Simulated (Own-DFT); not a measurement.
# Computed records: GaN (wurtzite, strained, atoms displaced), SiC (4H silicon carbide, atoms displaced)

Computed with Own-DFT development build. A calculation, not a measurement: plane-wave PBE density functional theory by an unreviewed code, no spin, of a simulated periodic cell, stress positive in tension, free energy of the whole cell less one offset for each atom, forces on such cells passed a denser k mesh, this cell's mesh not checked; offsets are fitted by least squares, one for each functional and potential file, so energies compare only between cells with the same atoms and settings and are not formation energies; the far tail of each file's local potential was reset to the Coulomb form; each entry is a single point on an unrelaxed cell, so the pressure reflects the starting lattice, mostly measured values (interpolated for alloys), from which strain is counted, and rises with the displacements; printed positions are rounded, which can move forces by about a meV/angstrom; the program, named Own-DFT, is a retired in-house code; no spin-orbit coupling.

Common to all runs: functional PBE.

(1) GaN (wurtzite, strained, atoms displaced)

```
GaN
1.0
     12.7560     0.0000     0.0000
     -4.7835     8.2853     0.0000
      0.0000     0.0000    10.3182
Ga N Ga N Ga N Ga N Ga N Ga N Ga N Ga N Ga N Ga N Ga N Ga N Ga N Ga N Ga N Ga N Ga N Ga N Ga N Ga N Ga N Ga N Ga N Ga N
2 2 2 2 2 2 2 2 2 2 2 2 2 2 2 2 2 2 2 2 2 2 2 2 2 2 2 2 2 2 2 2 2 2 2 2 2 2 2 2 2 2 2 2 2 2 2 2
Direct
  0.08215 0.21094 0.99716
  0.16671 0.11005 0.24691
  0.07905 0.22697 0.18724
  0.15942 0.10189 0.43181
  0.08306 0.21929 0.49627
  0.16078 0.11361 0.74315
  0.07754 0.22684 0.68381
  0.16672 0.10869 0.94136
  0.08347 0.55597 0.00054
  0.17101 0.44409 0.24592
  0.08262 0.55232 0.19521
  0.16603 0.44402 0.43420
  0.08103 0.55349 0.49608
  0.16933 0.44188 0.74833
  0.08260 0.55766 0.68123
  0.16729 0.43843 0.94252
  0.07176 0.87486 0.99558
  0.16059 0.77969 0.25054
  0.08576 0.89113 0.19011
  0.17528 0.77860 0.44030
  0.07779 0.88465 0.49531
  0.16304 0.77529 0.74282
  0.07727 0.87770 0.68249
  0.15961 0.77487 0.93911
  0.32763 0.22086 0.99659
  0.41714 0.11785 0.24707
  0.32885 0.22078 0.19394
  0.42704 0.11914 0.43866
  0.33425 0.22099 0.49871
  0.41626 0.11307 0.74801
  0.33475 0.22209 0.69082
  0.41563 0.11016 0.93927
  0.33109 0.55601 0.00366
  0.41478 0.44736 0.23576
  0.33454 0.55660 0.18833
  0.41075 0.45092 0.44824
  0.33655 0.55519 0.49633
  0.42572 0.44637 0.74836
  0.33103 0.55860 0.69391
  0.42126 0.44657 0.92859
  0.33486 0.89544 0.00326
  0.41299 0.77816 0.24817
  0.33490 0.88519 0.20414
  0.41858 0.77007 0.43493
  0.32023 0.87642 0.50259
  0.41285 0.77211 0.75210
  0.33446 0.88907 0.68738
  0.42040 0.78176 0.93462
  0.58519 0.21311 0.99607
  0.66877 0.12051 0.24742
  0.57506 0.21865 0.19199
  0.65820 0.10377 0.44021
  0.57811 0.21660 0.50125
  0.67230 0.10725 0.75741
  0.57944 0.22451 0.69117
  0.66379 0.10636 0.93951
  0.58889 0.56115 0.99763
  0.66867 0.44831 0.26302
  0.58153 0.55029 0.18163
  0.66804 0.44204 0.43301
  0.58974 0.56058 0.49835
  0.66123 0.44269 0.75153
  0.58504 0.55825 0.68997
  0.66625 0.44531 0.93170
  0.58616 0.87924 0.98934
  0.67036 0.78167 0.24971
  0.58831 0.88993 0.18865
  0.66900 0.77936 0.44213
  0.58946 0.89101 0.49279
  0.66965 0.78301 0.74435
  0.57714 0.88206 0.69671
  0.67200 0.77948 0.93246
  0.83921 0.23201 0.99640
  0.91859 0.11657 0.24247
  0.83193 0.22156 0.18883
  0.91165 0.10359 0.43545
  0.83719 0.22767 0.49744
  0.91577 0.11384 0.74683
  0.83666 0.22646 0.68721
  0.92665 0.11637 0.93530
  0.83463 0.55784 0.00082
  0.92051 0.44818 0.24130
  0.83607 0.55801 0.19053
  0.92028 0.44770 0.43165
  0.83372 0.55824 0.50077
  0.91562 0.45360 0.74688
  0.83478 0.56342 0.69270
  0.91566 0.44189 0.93570
  0.83686 0.88909 0.00361
  0.91740 0.78930 0.25747
  0.82751 0.87918 0.18363
  0.91958 0.77313 0.43565
  0.82823 0.88010 0.50255
  0.92070 0.77580 0.75015
  0.83596 0.88774 0.68584
  0.92057 0.77561 0.94398
```

Settings of this run: potential files PseudoDojo norm-conserving, scalar-relativistic, standard set with the stringent files for Ga, wave cutoff 96 hartree, occupations Gaussian, smearing width 0.01 eV and k mesh 3 x 4 x 3 centred on Gamma.

The calculation gives: free energy of cell above offsets -4.578 eV; pressure 8.16 GPa; stress xx -9.15 GPa; stress yy -6.82 GPa; stress zz -8.5 GPa; stress yz 0.18 GPa; stress xz -0.45 GPa; stress xy -0.89 GPa.

Force:
```csv
element,x (eV/Å),y (eV/Å),z (eV/Å)
Ga,0.279,1.796,0.79
Ga,-1.054,0.297,-0.022
N,1.602,-0.825,-0.483
N,0.777,0.683,1.079
Ga,-0.657,0.374,-0.626
Ga,0.996,-0.368,0.496
N,1.216,-0.635,0.01
N,-0.366,-1.214,-1.243
Ga,0.531,-0.444,0.117
Ga,-0.901,0.15,0.752
N,0.682,1.042,-1.375
N,0.26,-0.328,0.372
Ga,0.896,0.007,-0.267
Ga,-0.98,0.752,0.505
N,0.144,-0.684,1.008
N,-0.68,0.311,-0.497
Ga,2.93,2.538,1.593
Ga,1.823,-0.597,0.332
N,-1.33,-0.153,-0.694
N,-4.467,-1.552,-1.445
Ga,1.626,0.287,0.321
Ga,1.051,0.239,0.887
N,0.217,1.93,0.217
N,1.317,0.145,-0.434
Ga,1.468,0.7,0.195
Ga,-0.257,-1.239,1.186
N,0.27,0.566,-1.341
N,-3.161,-1.728,-0.546
Ga,-0.068,0.232,-0.201
Ga,0.107,-0.938,0.419
N,-1.232,-0.133,-0.55
N,-0.141,0.412,0.068
Ga,0.798,0.267,-1.588
Ga,1.03,-0.317,2.021
N,-0.464,0.256,-0.494
N,3.967,-2.042,-2.124
Ga,-2.732,1.06,1.558
Ga,-2.108,-0.105,-0.767
N,1.138,-1.025,-1.09
N,-0.552,-0.06,2.379
Ga,0.015,-1.113,0.238
Ga,2.351,-0.039,0.781
N,-2.314,1.182,-2.35
N,-0.577,1.203,0.622
Ga,4.769,2.619,0.321
Ga,-0.384,0.614,-0.561
N,-0.625,-0.072,0.498
N,-0.856,-0.505,1.588
Ga,-1.769,1.488,0.928
Ga,-0.527,-1.406,0.382
N,1.889,1.385,-1.204
N,1.374,1.852,-0.465
Ga,1.651,0.795,0.956
Ga,-1.407,0.235,-1.759
N,1.467,-0.244,-0.218
N,1.782,0.118,0.303
Ga,-0.217,-0.919,-0.483
Ga,-0.072,-0.464,-4.593
N,0.278,0.753,1.34
N,-0.136,0.418,3.729
Ga,-1.351,-1.234,0.337
Ga,0.845,0.18,-0.725
N,0.693,0.586,-1.119
N,0.784,-0.344,1.716
Ga,-0.911,0.773,1.722
Ga,-1.248,-1.005,-0.034
N,-0.769,0.043,-0.603
N,0.374,-0.685,-1.047
Ga,-1.956,-0.842,1.364
Ga,0.032,-0.522,0.306
N,0.998,1.123,-1.396
N,0.831,-0.005,0.173
Ga,-0.009,-1.903,0.503
Ga,-0.651,-1.014,1.148
N,0.085,0.596,-0.849
N,0.288,0.174,-0.082
Ga,-0.6,-0.766,-0.343
Ga,0.18,-0.469,0.119
N,-0.709,0.081,0.116
N,-2.163,-1.288,0.012
Ga,-0.597,-1.092,0.273
Ga,-0.806,-0.57,0.993
N,-0.622,0.32,-0.16
N,-1.07,-0.278,0.554
Ga,0.604,-0.962,-0.024
Ga,1.118,-0.788,0.005
N,-0.719,-1.253,-1.096
N,-0.059,1.277,-0.009
Ga,-0.37,0.21,-1.59
Ga,0.873,-1.217,-1.86
N,0.855,1.61,0.966
N,-1.607,0.087,0.901
Ga,1.165,1.359,-0.503
Ga,-1.36,0.662,0.641
N,0.06,0.281,0.771
N,-2.876,-0.685,-1.747
```

(2) SiC (4H silicon carbide, atoms displaced)

```
SiC
1.0
      6.1654     0.0000     0.0000
     -3.0827     5.3394     0.0000
      0.0000     0.0000    10.0681
Si C Si C Si C Si C Si C Si C Si C Si C
2 2 2 2 2 2 2 2 2 2 2 2 2 2 2 2
Direct
  0.00943 0.00202 0.41605
  0.16534 0.36214 0.15132
  0.99803 0.99509 0.07727
  0.20384 0.32369 0.35378
  0.00685 0.51028 0.39973
  0.16105 0.83324 0.14017
  0.97653 0.49644 0.08737
  0.16674 0.85313 0.34212
  0.52645 0.01815 0.40185
  0.68330 0.35616 0.15197
  0.50497 0.00815 0.08060
  0.65904 0.32256 0.34352
  0.48359 0.50860 0.41287
  0.65994 0.86515 0.15434
  0.49373 0.50369 0.09577
  0.67500 0.83989 0.34651
  0.00166 0.99625 0.90224
  0.83876 0.66133 0.67351
  0.00489 0.99732 0.59354
  0.86827 0.72034 0.83754
  0.02427 0.52004 0.90790
  0.84116 0.15022 0.66412
  0.01735 0.52867 0.60469
  0.83313 0.19118 0.82356
  0.49436 0.99140 0.91124
  0.33575 0.66745 0.64183
  0.50133 0.99747 0.59947
  0.35519 0.69993 0.83998
  0.50865 0.50661 0.91926
  0.35947 0.19676 0.65766
  0.49340 0.51341 0.59744
  0.33099 0.14354 0.83386
```

It was run with potential files PseudoDojo norm-conserving, scalar-relativistic, standard set, wave cutoff 42 hartree, occupations Fermi-Dirac, smearing width 0.1 eV, hardware one NVIDIA H100 and k mesh 5 x 5 x 3 centred on Gamma.

Results for SiC (4H silicon carbide, atoms displaced): free energy of cell above offsets 4.729 eV; pressure 11.47 GPa; stress xx -7.1 GPa; stress yy -10.9 GPa; stress zz -16.43 GPa; stress yz -3.28 GPa; stress xz 0.91 GPa; stress xy -0.83 GPa; wall time 116.4 s.

Force:
```csv
element,x (eV/Å),y (eV/Å),z (eV/Å)
Si,-0.896,-0.291,-1.006
Si,2.348,-3.559,1.362
C,-1.661,1.804,3.235
C,-8.029,-1.046,-3.958
Si,0.013,0.019,2.024
Si,-0.421,1.807,2.828
C,3.759,2.276,-0.295
C,2.739,-2.102,-1.853
Si,-2.113,-2.765,2.483
Si,-4.606,-3.111,2.43
C,-1.855,1.211,3.624
C,0.977,4.146,-1.206
Si,6.398,2.784,0.635
Si,4.035,-2.689,0.726
C,0.163,1.573,1.09
C,-0.192,0.213,-1.109
Si,-0.941,7.488,-0.354
Si,-0.735,1.482,-5.605
C,0.671,0.188,1.439
C,-0.578,-8.938,3.121
Si,-0.952,-0.739,-3.845
Si,-1.08,1.393,-6.666
C,-1.051,-3.86,-2.863
C,0.691,0.127,9.463
Si,1.126,3.88,-4.699
Si,-1.477,2.572,3.751
C,0.753,2.216,-2.376
C,0.921,-5.151,0.369
Si,-0.397,0.191,-4.299
Si,-0.59,-3.751,-1.069
C,3.714,-0.632,-0.552
C,-0.732,3.265,3.177
```

(3) SiC (4H silicon carbide, atoms displaced)

```
SiC
1.0
     12.3308     0.0000     0.0000
     -6.1654    10.6788     0.0000
      0.0000     0.0000    10.0681
Si C Si C Si C Si C Si C Si C Si C Si C Si C Si C Si C Si C Si C Si C Si C Si C Si C Si C Si C Si C Si C Si C Si C Si C Si C Si C Si C Si C Si C Si C Si C Si C
2 2 2 2 2 2 2 2 2 2 2 2 2 2 2 2 2 2 2 2 2 2 2 2 2 2 2 2 2 2 2 2 2 2 2 2 2 2 2 2 2 2 2 2 2 2 2 2 2 2 2 2 2 2 2 2 2 2 2 2 2 2 2 2
Direct
  0.99765 0.99458 0.40831
  0.08665 0.16580 0.15436
  0.00588 0.00425 0.09356
  0.08843 0.17062 0.34323
  0.99532 0.24564 0.41010
  0.08205 0.41471 0.15483
  0.99914 0.25323 0.09824
  0.08698 0.41279 0.34631
  0.99813 0.49835 0.40596
  0.07986 0.66532 0.15049
  0.99992 0.50111 0.09645
  0.08472 0.67151 0.33794
  0.99990 0.74743 0.40662
  0.08432 0.91819 0.15507
  0.99843 0.75055 0.09792
  0.08582 0.91818 0.34460
  0.24876 0.99718 0.40919
  0.33565 0.16958 0.16069
  0.24915 0.99805 0.08683
  0.33256 0.16615 0.34488
  0.25410 0.25393 0.40677
  0.33645 0.41561 0.15883
  0.24729 0.25124 0.09843
  0.33334 0.42152 0.34224
  0.25271 0.49996 0.41055
  0.32826 0.66738 0.15538
  0.24852 0.50011 0.09450
  0.33606 0.66984 0.34480
  0.24803 0.75162 0.40540
  0.33373 0.91567 0.15464
  0.24380 0.74837 0.09193
  0.33249 0.91461 0.34679
  0.49733 0.00017 0.40828
  0.58451 0.16766 0.15775
  0.49452 0.99549 0.09879
  0.58045 0.16702 0.34304
  0.50379 0.25496 0.41019
  0.58260 0.41618 0.15709
  0.49893 0.25040 0.09359
  0.58317 0.41390 0.34140
  0.49928 0.49844 0.40134
  0.58556 0.67286 0.15491
  0.49789 0.49959 0.09019
  0.58251 0.66746 0.34931
  0.49956 0.75084 0.40890
  0.58884 0.91473 0.15140
  0.50720 0.75119 0.09719
  0.58225 0.91599 0.34349
  0.74657 0.00273 0.40359
  0.82672 0.16273 0.15864
  0.75144 0.99815 0.08831
  0.83251 0.16748 0.35050
  0.75132 0.25074 0.40322
  0.82972 0.41012 0.15511
  0.75438 0.25328 0.09146
  0.83593 0.42015 0.34967
  0.74986 0.49964 0.40566
  0.82449 0.66429 0.15793
  0.75030 0.50295 0.09324
  0.83301 0.66874 0.34158
  0.74783 0.74819 0.40983
  0.83045 0.91148 0.15605
  0.75062 0.75258 0.09417
  0.83393 0.91566 0.34837
  0.99716 0.00252 0.90561
  0.91955 0.83557 0.65638
  0.00120 0.99741 0.59836
  0.91594 0.82981 0.84640
  0.00137 0.74797 0.90699
  0.91376 0.58437 0.66020
  0.00166 0.75045 0.58900
  0.91541 0.58134 0.84051
  0.99650 0.50370 0.90389
  0.91309 0.33060 0.65691
  0.00020 0.49716 0.59412
  0.91530 0.33063 0.83907
  0.00037 0.24916 0.90565
  0.91702 0.08336 0.65516
  0.00085 0.24872 0.59453
  0.91692 0.07871 0.83731
  0.75030 0.99702 0.90808
  0.66809 0.83361 0.66101
  0.74876 0.99674 0.58838
  0.67239 0.83468 0.83852
  0.75036 0.75693 0.91004
  0.67056 0.58784 0.65282
  0.74558 0.75200 0.58945
  0.66237 0.57918 0.84526
  0.74958 0.50119 0.91112
  0.66489 0.32935 0.65914
  0.75473 0.50183 0.60112
  0.67036 0.33709 0.84297
  0.75042 0.25326 0.90738
  0.66413 0.08581 0.65333
  0.74637 0.25216 0.59652
  0.66567 0.08310 0.84347
  0.50147 0.00341 0.90449
  0.41739 0.83542 0.65295
  0.50292 0.00213 0.59738
  0.41887 0.83200 0.83961
  0.50431 0.74802 0.90415
  0.41645 0.58007 0.66186
  0.49899 0.75145 0.59317
  0.41246 0.58332 0.83827
  0.49812 0.49870 0.90743
  0.41294 0.32998 0.65491
  0.49978 0.49690 0.59101
  0.41669 0.33082 0.84740
  0.50343 0.25141 0.91090
  0.41453 0.08523 0.65522
  0.50050 0.25067 0.59457
  0.41838 0.08600 0.84486
  0.25149 0.99941 0.90547
  0.16286 0.83486 0.65424
  0.24925 0.99953 0.59344
  0.16348 0.83183 0.84491
  0.24839 0.75150 0.90440
  0.16796 0.58359 0.65533
  0.24923 0.74860 0.59225
  0.16832 0.58536 0.84246
  0.24637 0.49255 0.90790
  0.16374 0.33077 0.65151
  0.24467 0.49629 0.59092
  0.16674 0.33074 0.83920
  0.24638 0.25136 0.90216
  0.16634 0.07930 0.66236
  0.24903 0.25233 0.59356
  0.16777 0.08112 0.83992
```

Here we set potential files PseudoDojo norm-conserving, scalar-relativistic, standard set, wave cutoff 42 hartree, occupations Fermi-Dirac, smearing width 0.1 eV, hardware one NVIDIA H200 and k mesh 3 x 3 x 3 centred on Gamma.

It finds free energy of cell above offsets -18.030 eV; pressure 3.89 GPa; stress xx -3.3 GPa; stress yy -2.93 GPa; stress zz -5.45 GPa; stress yz -0.14 GPa; stress xz -0.32 GPa; stress xy -0.03 GPa; wall time 537.8 s.

Force:
```csv
element,x (eV/Å),y (eV/Å),z (eV/Å)
Si,0.57,1.739,-0.142
Si,-1.655,0.753,1.366
C,-1.371,-1.16,-0.417
C,-0.842,-1.362,0.637
Si,1.861,0.971,-0.884
Si,0.137,0.863,1.126
C,0.227,-1.936,-1.235
C,-1.552,0.488,-0.295
Si,1.743,0.946,0.131
Si,-0.281,0.414,1.263
C,-0.509,-0.932,-1.012
C,0.23,-1.449,0.81
Si,-0.285,0.754,-1.297
Si,0.46,-0.288,0.198
C,-0.727,-0.411,-1.02
C,-0.334,-0.735,-0.045
Si,-0.05,0.696,-0.868
Si,-0.621,-1.067,-1.152
C,0.279,0.772,1.829
C,0.716,0.341,0.794
Si,-0.722,-0.503,-0.237
Si,-1.631,0.653,-0.62
C,1.467,0.084,-1.501
C,1.405,-0.912,0.472
Si,-1.086,0.668,-1.254
Si,1.167,-0.108,0.243
C,0.698,-0.28,-0.22
C,-0.777,-0.59,-0.116
Si,0.631,-0.877,0.082
Si,-1.308,-0.395,0.643
C,1.052,0.572,-0.235
C,-0.343,0.82,-0.555
Si,0.661,-0.064,-0.374
Si,-0.6,-0.612,-0.405
C,2.028,1.202,-1.383
C,0.905,0.317,0.539
Si,-0.546,-1.501,-0.784
Si,-0.123,0.224,-0.893
C,0.746,0.106,0.642
C,-0.113,1.019,0.508
Si,-0.169,0.555,0.926
Si,0.741,-2.146,1.427
C,0.678,0.646,1.266
C,0.362,-0.205,-1.335
Si,0.179,0.008,-0.292
Si,-2.036,0.446,1.21
C,-2.39,-0.144,-1.818
C,-0.053,0.483,-0.453
Si,1.044,-1.457,0.689
Si,1.738,0.903,-0.245
C,0.068,0.309,1.368
C,-0.345,-0.309,-1.54
Si,-1.285,0.296,1.282
Si,0.203,2.849,1.006
C,-1.062,-1.791,0.531
C,-0.6,-1.333,-1.591
Si,-0.02,0.64,0.847
Si,2.088,0.911,-0.29
C,0.097,-1.304,0.746
C,-0.2,-0.691,1.044
Si,-0.146,0.467,-1.074
Si,1.152,2.076,1.08
C,-0.432,-0.657,-0.218
C,-0.942,0.115,-1.071
Si,2.164,-1.198,-0.03
Si,-0.761,-1.152,0.215
C,-0.342,0.751,-0.836
C,-0.217,0.643,-0.146
Si,-1.133,0.159,0.645
Si,1.996,-0.085,-1.402
C,-0.959,-0.373,1.115
C,-0.894,0.87,1.477
Si,2.119,-1.206,0.203
Si,0.447,0.532,-0.652
C,-0.79,0.616,0.101
C,-0.012,0.585,1.538
Si,-0.557,-0.179,0.144
Si,-0.128,-0.715,-0.888
C,-1.148,-0.492,0.051
C,-1.346,1.14,1.566
Si,-0.455,1.185,-1.961
Si,-0.987,0.203,-2.615
C,-0.406,1.104,1.202
C,-1.25,-0.01,1.953
Si,1.695,-2.303,-1.134
Si,-0.611,-1.175,0.908
C,1.767,-0.124,1.567
C,0.215,1.634,0.031
Si,-0.269,0.266,-1.498
Si,-0.631,1.704,-0.116
C,-1.623,-0.768,-1.768
C,-0.466,-0.637,1.227
Si,0.699,-0.81,-1.177
Si,1.671,-0.428,0.709
C,1.188,-0.758,-1.248
C,0.655,0.415,0.474
Si,0.01,-1.303,0.405
Si,-0.05,-0.673,0.448
C,-1.55,-0.131,-1.076
C,-0.411,0.552,1.17
Si,-1.245,0.373,0.021
Si,-0.561,0.335,-2.909
C,0.595,-0.519,0.838
C,1.03,-0.607,2.581
Si,-0.156,-0.131,-1.094
Si,0.415,0.953,0.81
C,0.03,0.34,0.193
C,-0.52,0.206,-0.535
Si,-0.622,-0.01,-1.093
Si,0.902,-0.405,0.468
C,-0.224,-0.061,0.043
C,-0.095,-0.156,-0.312
Si,-0.388,0.197,-0.404
Si,1.577,-0.786,0.44
C,0.119,0.192,0.351
C,0.483,0.569,-0.753
Si,1.182,-0.36,-0.3
Si,-0.493,-0.286,0.018
C,-0.561,0.784,0.132
C,-0.367,-0.835,0.519
Si,-0.639,1.781,-0.401
Si,0.235,0.686,0.38
C,1.241,0.539,1.277
C,-1.026,0.186,0.318
Si,1.937,-1.013,1.05
Si,-0.544,1.093,-2.046
C,0.572,-1.212,0.012
C,-0.687,0.428,1.961
```
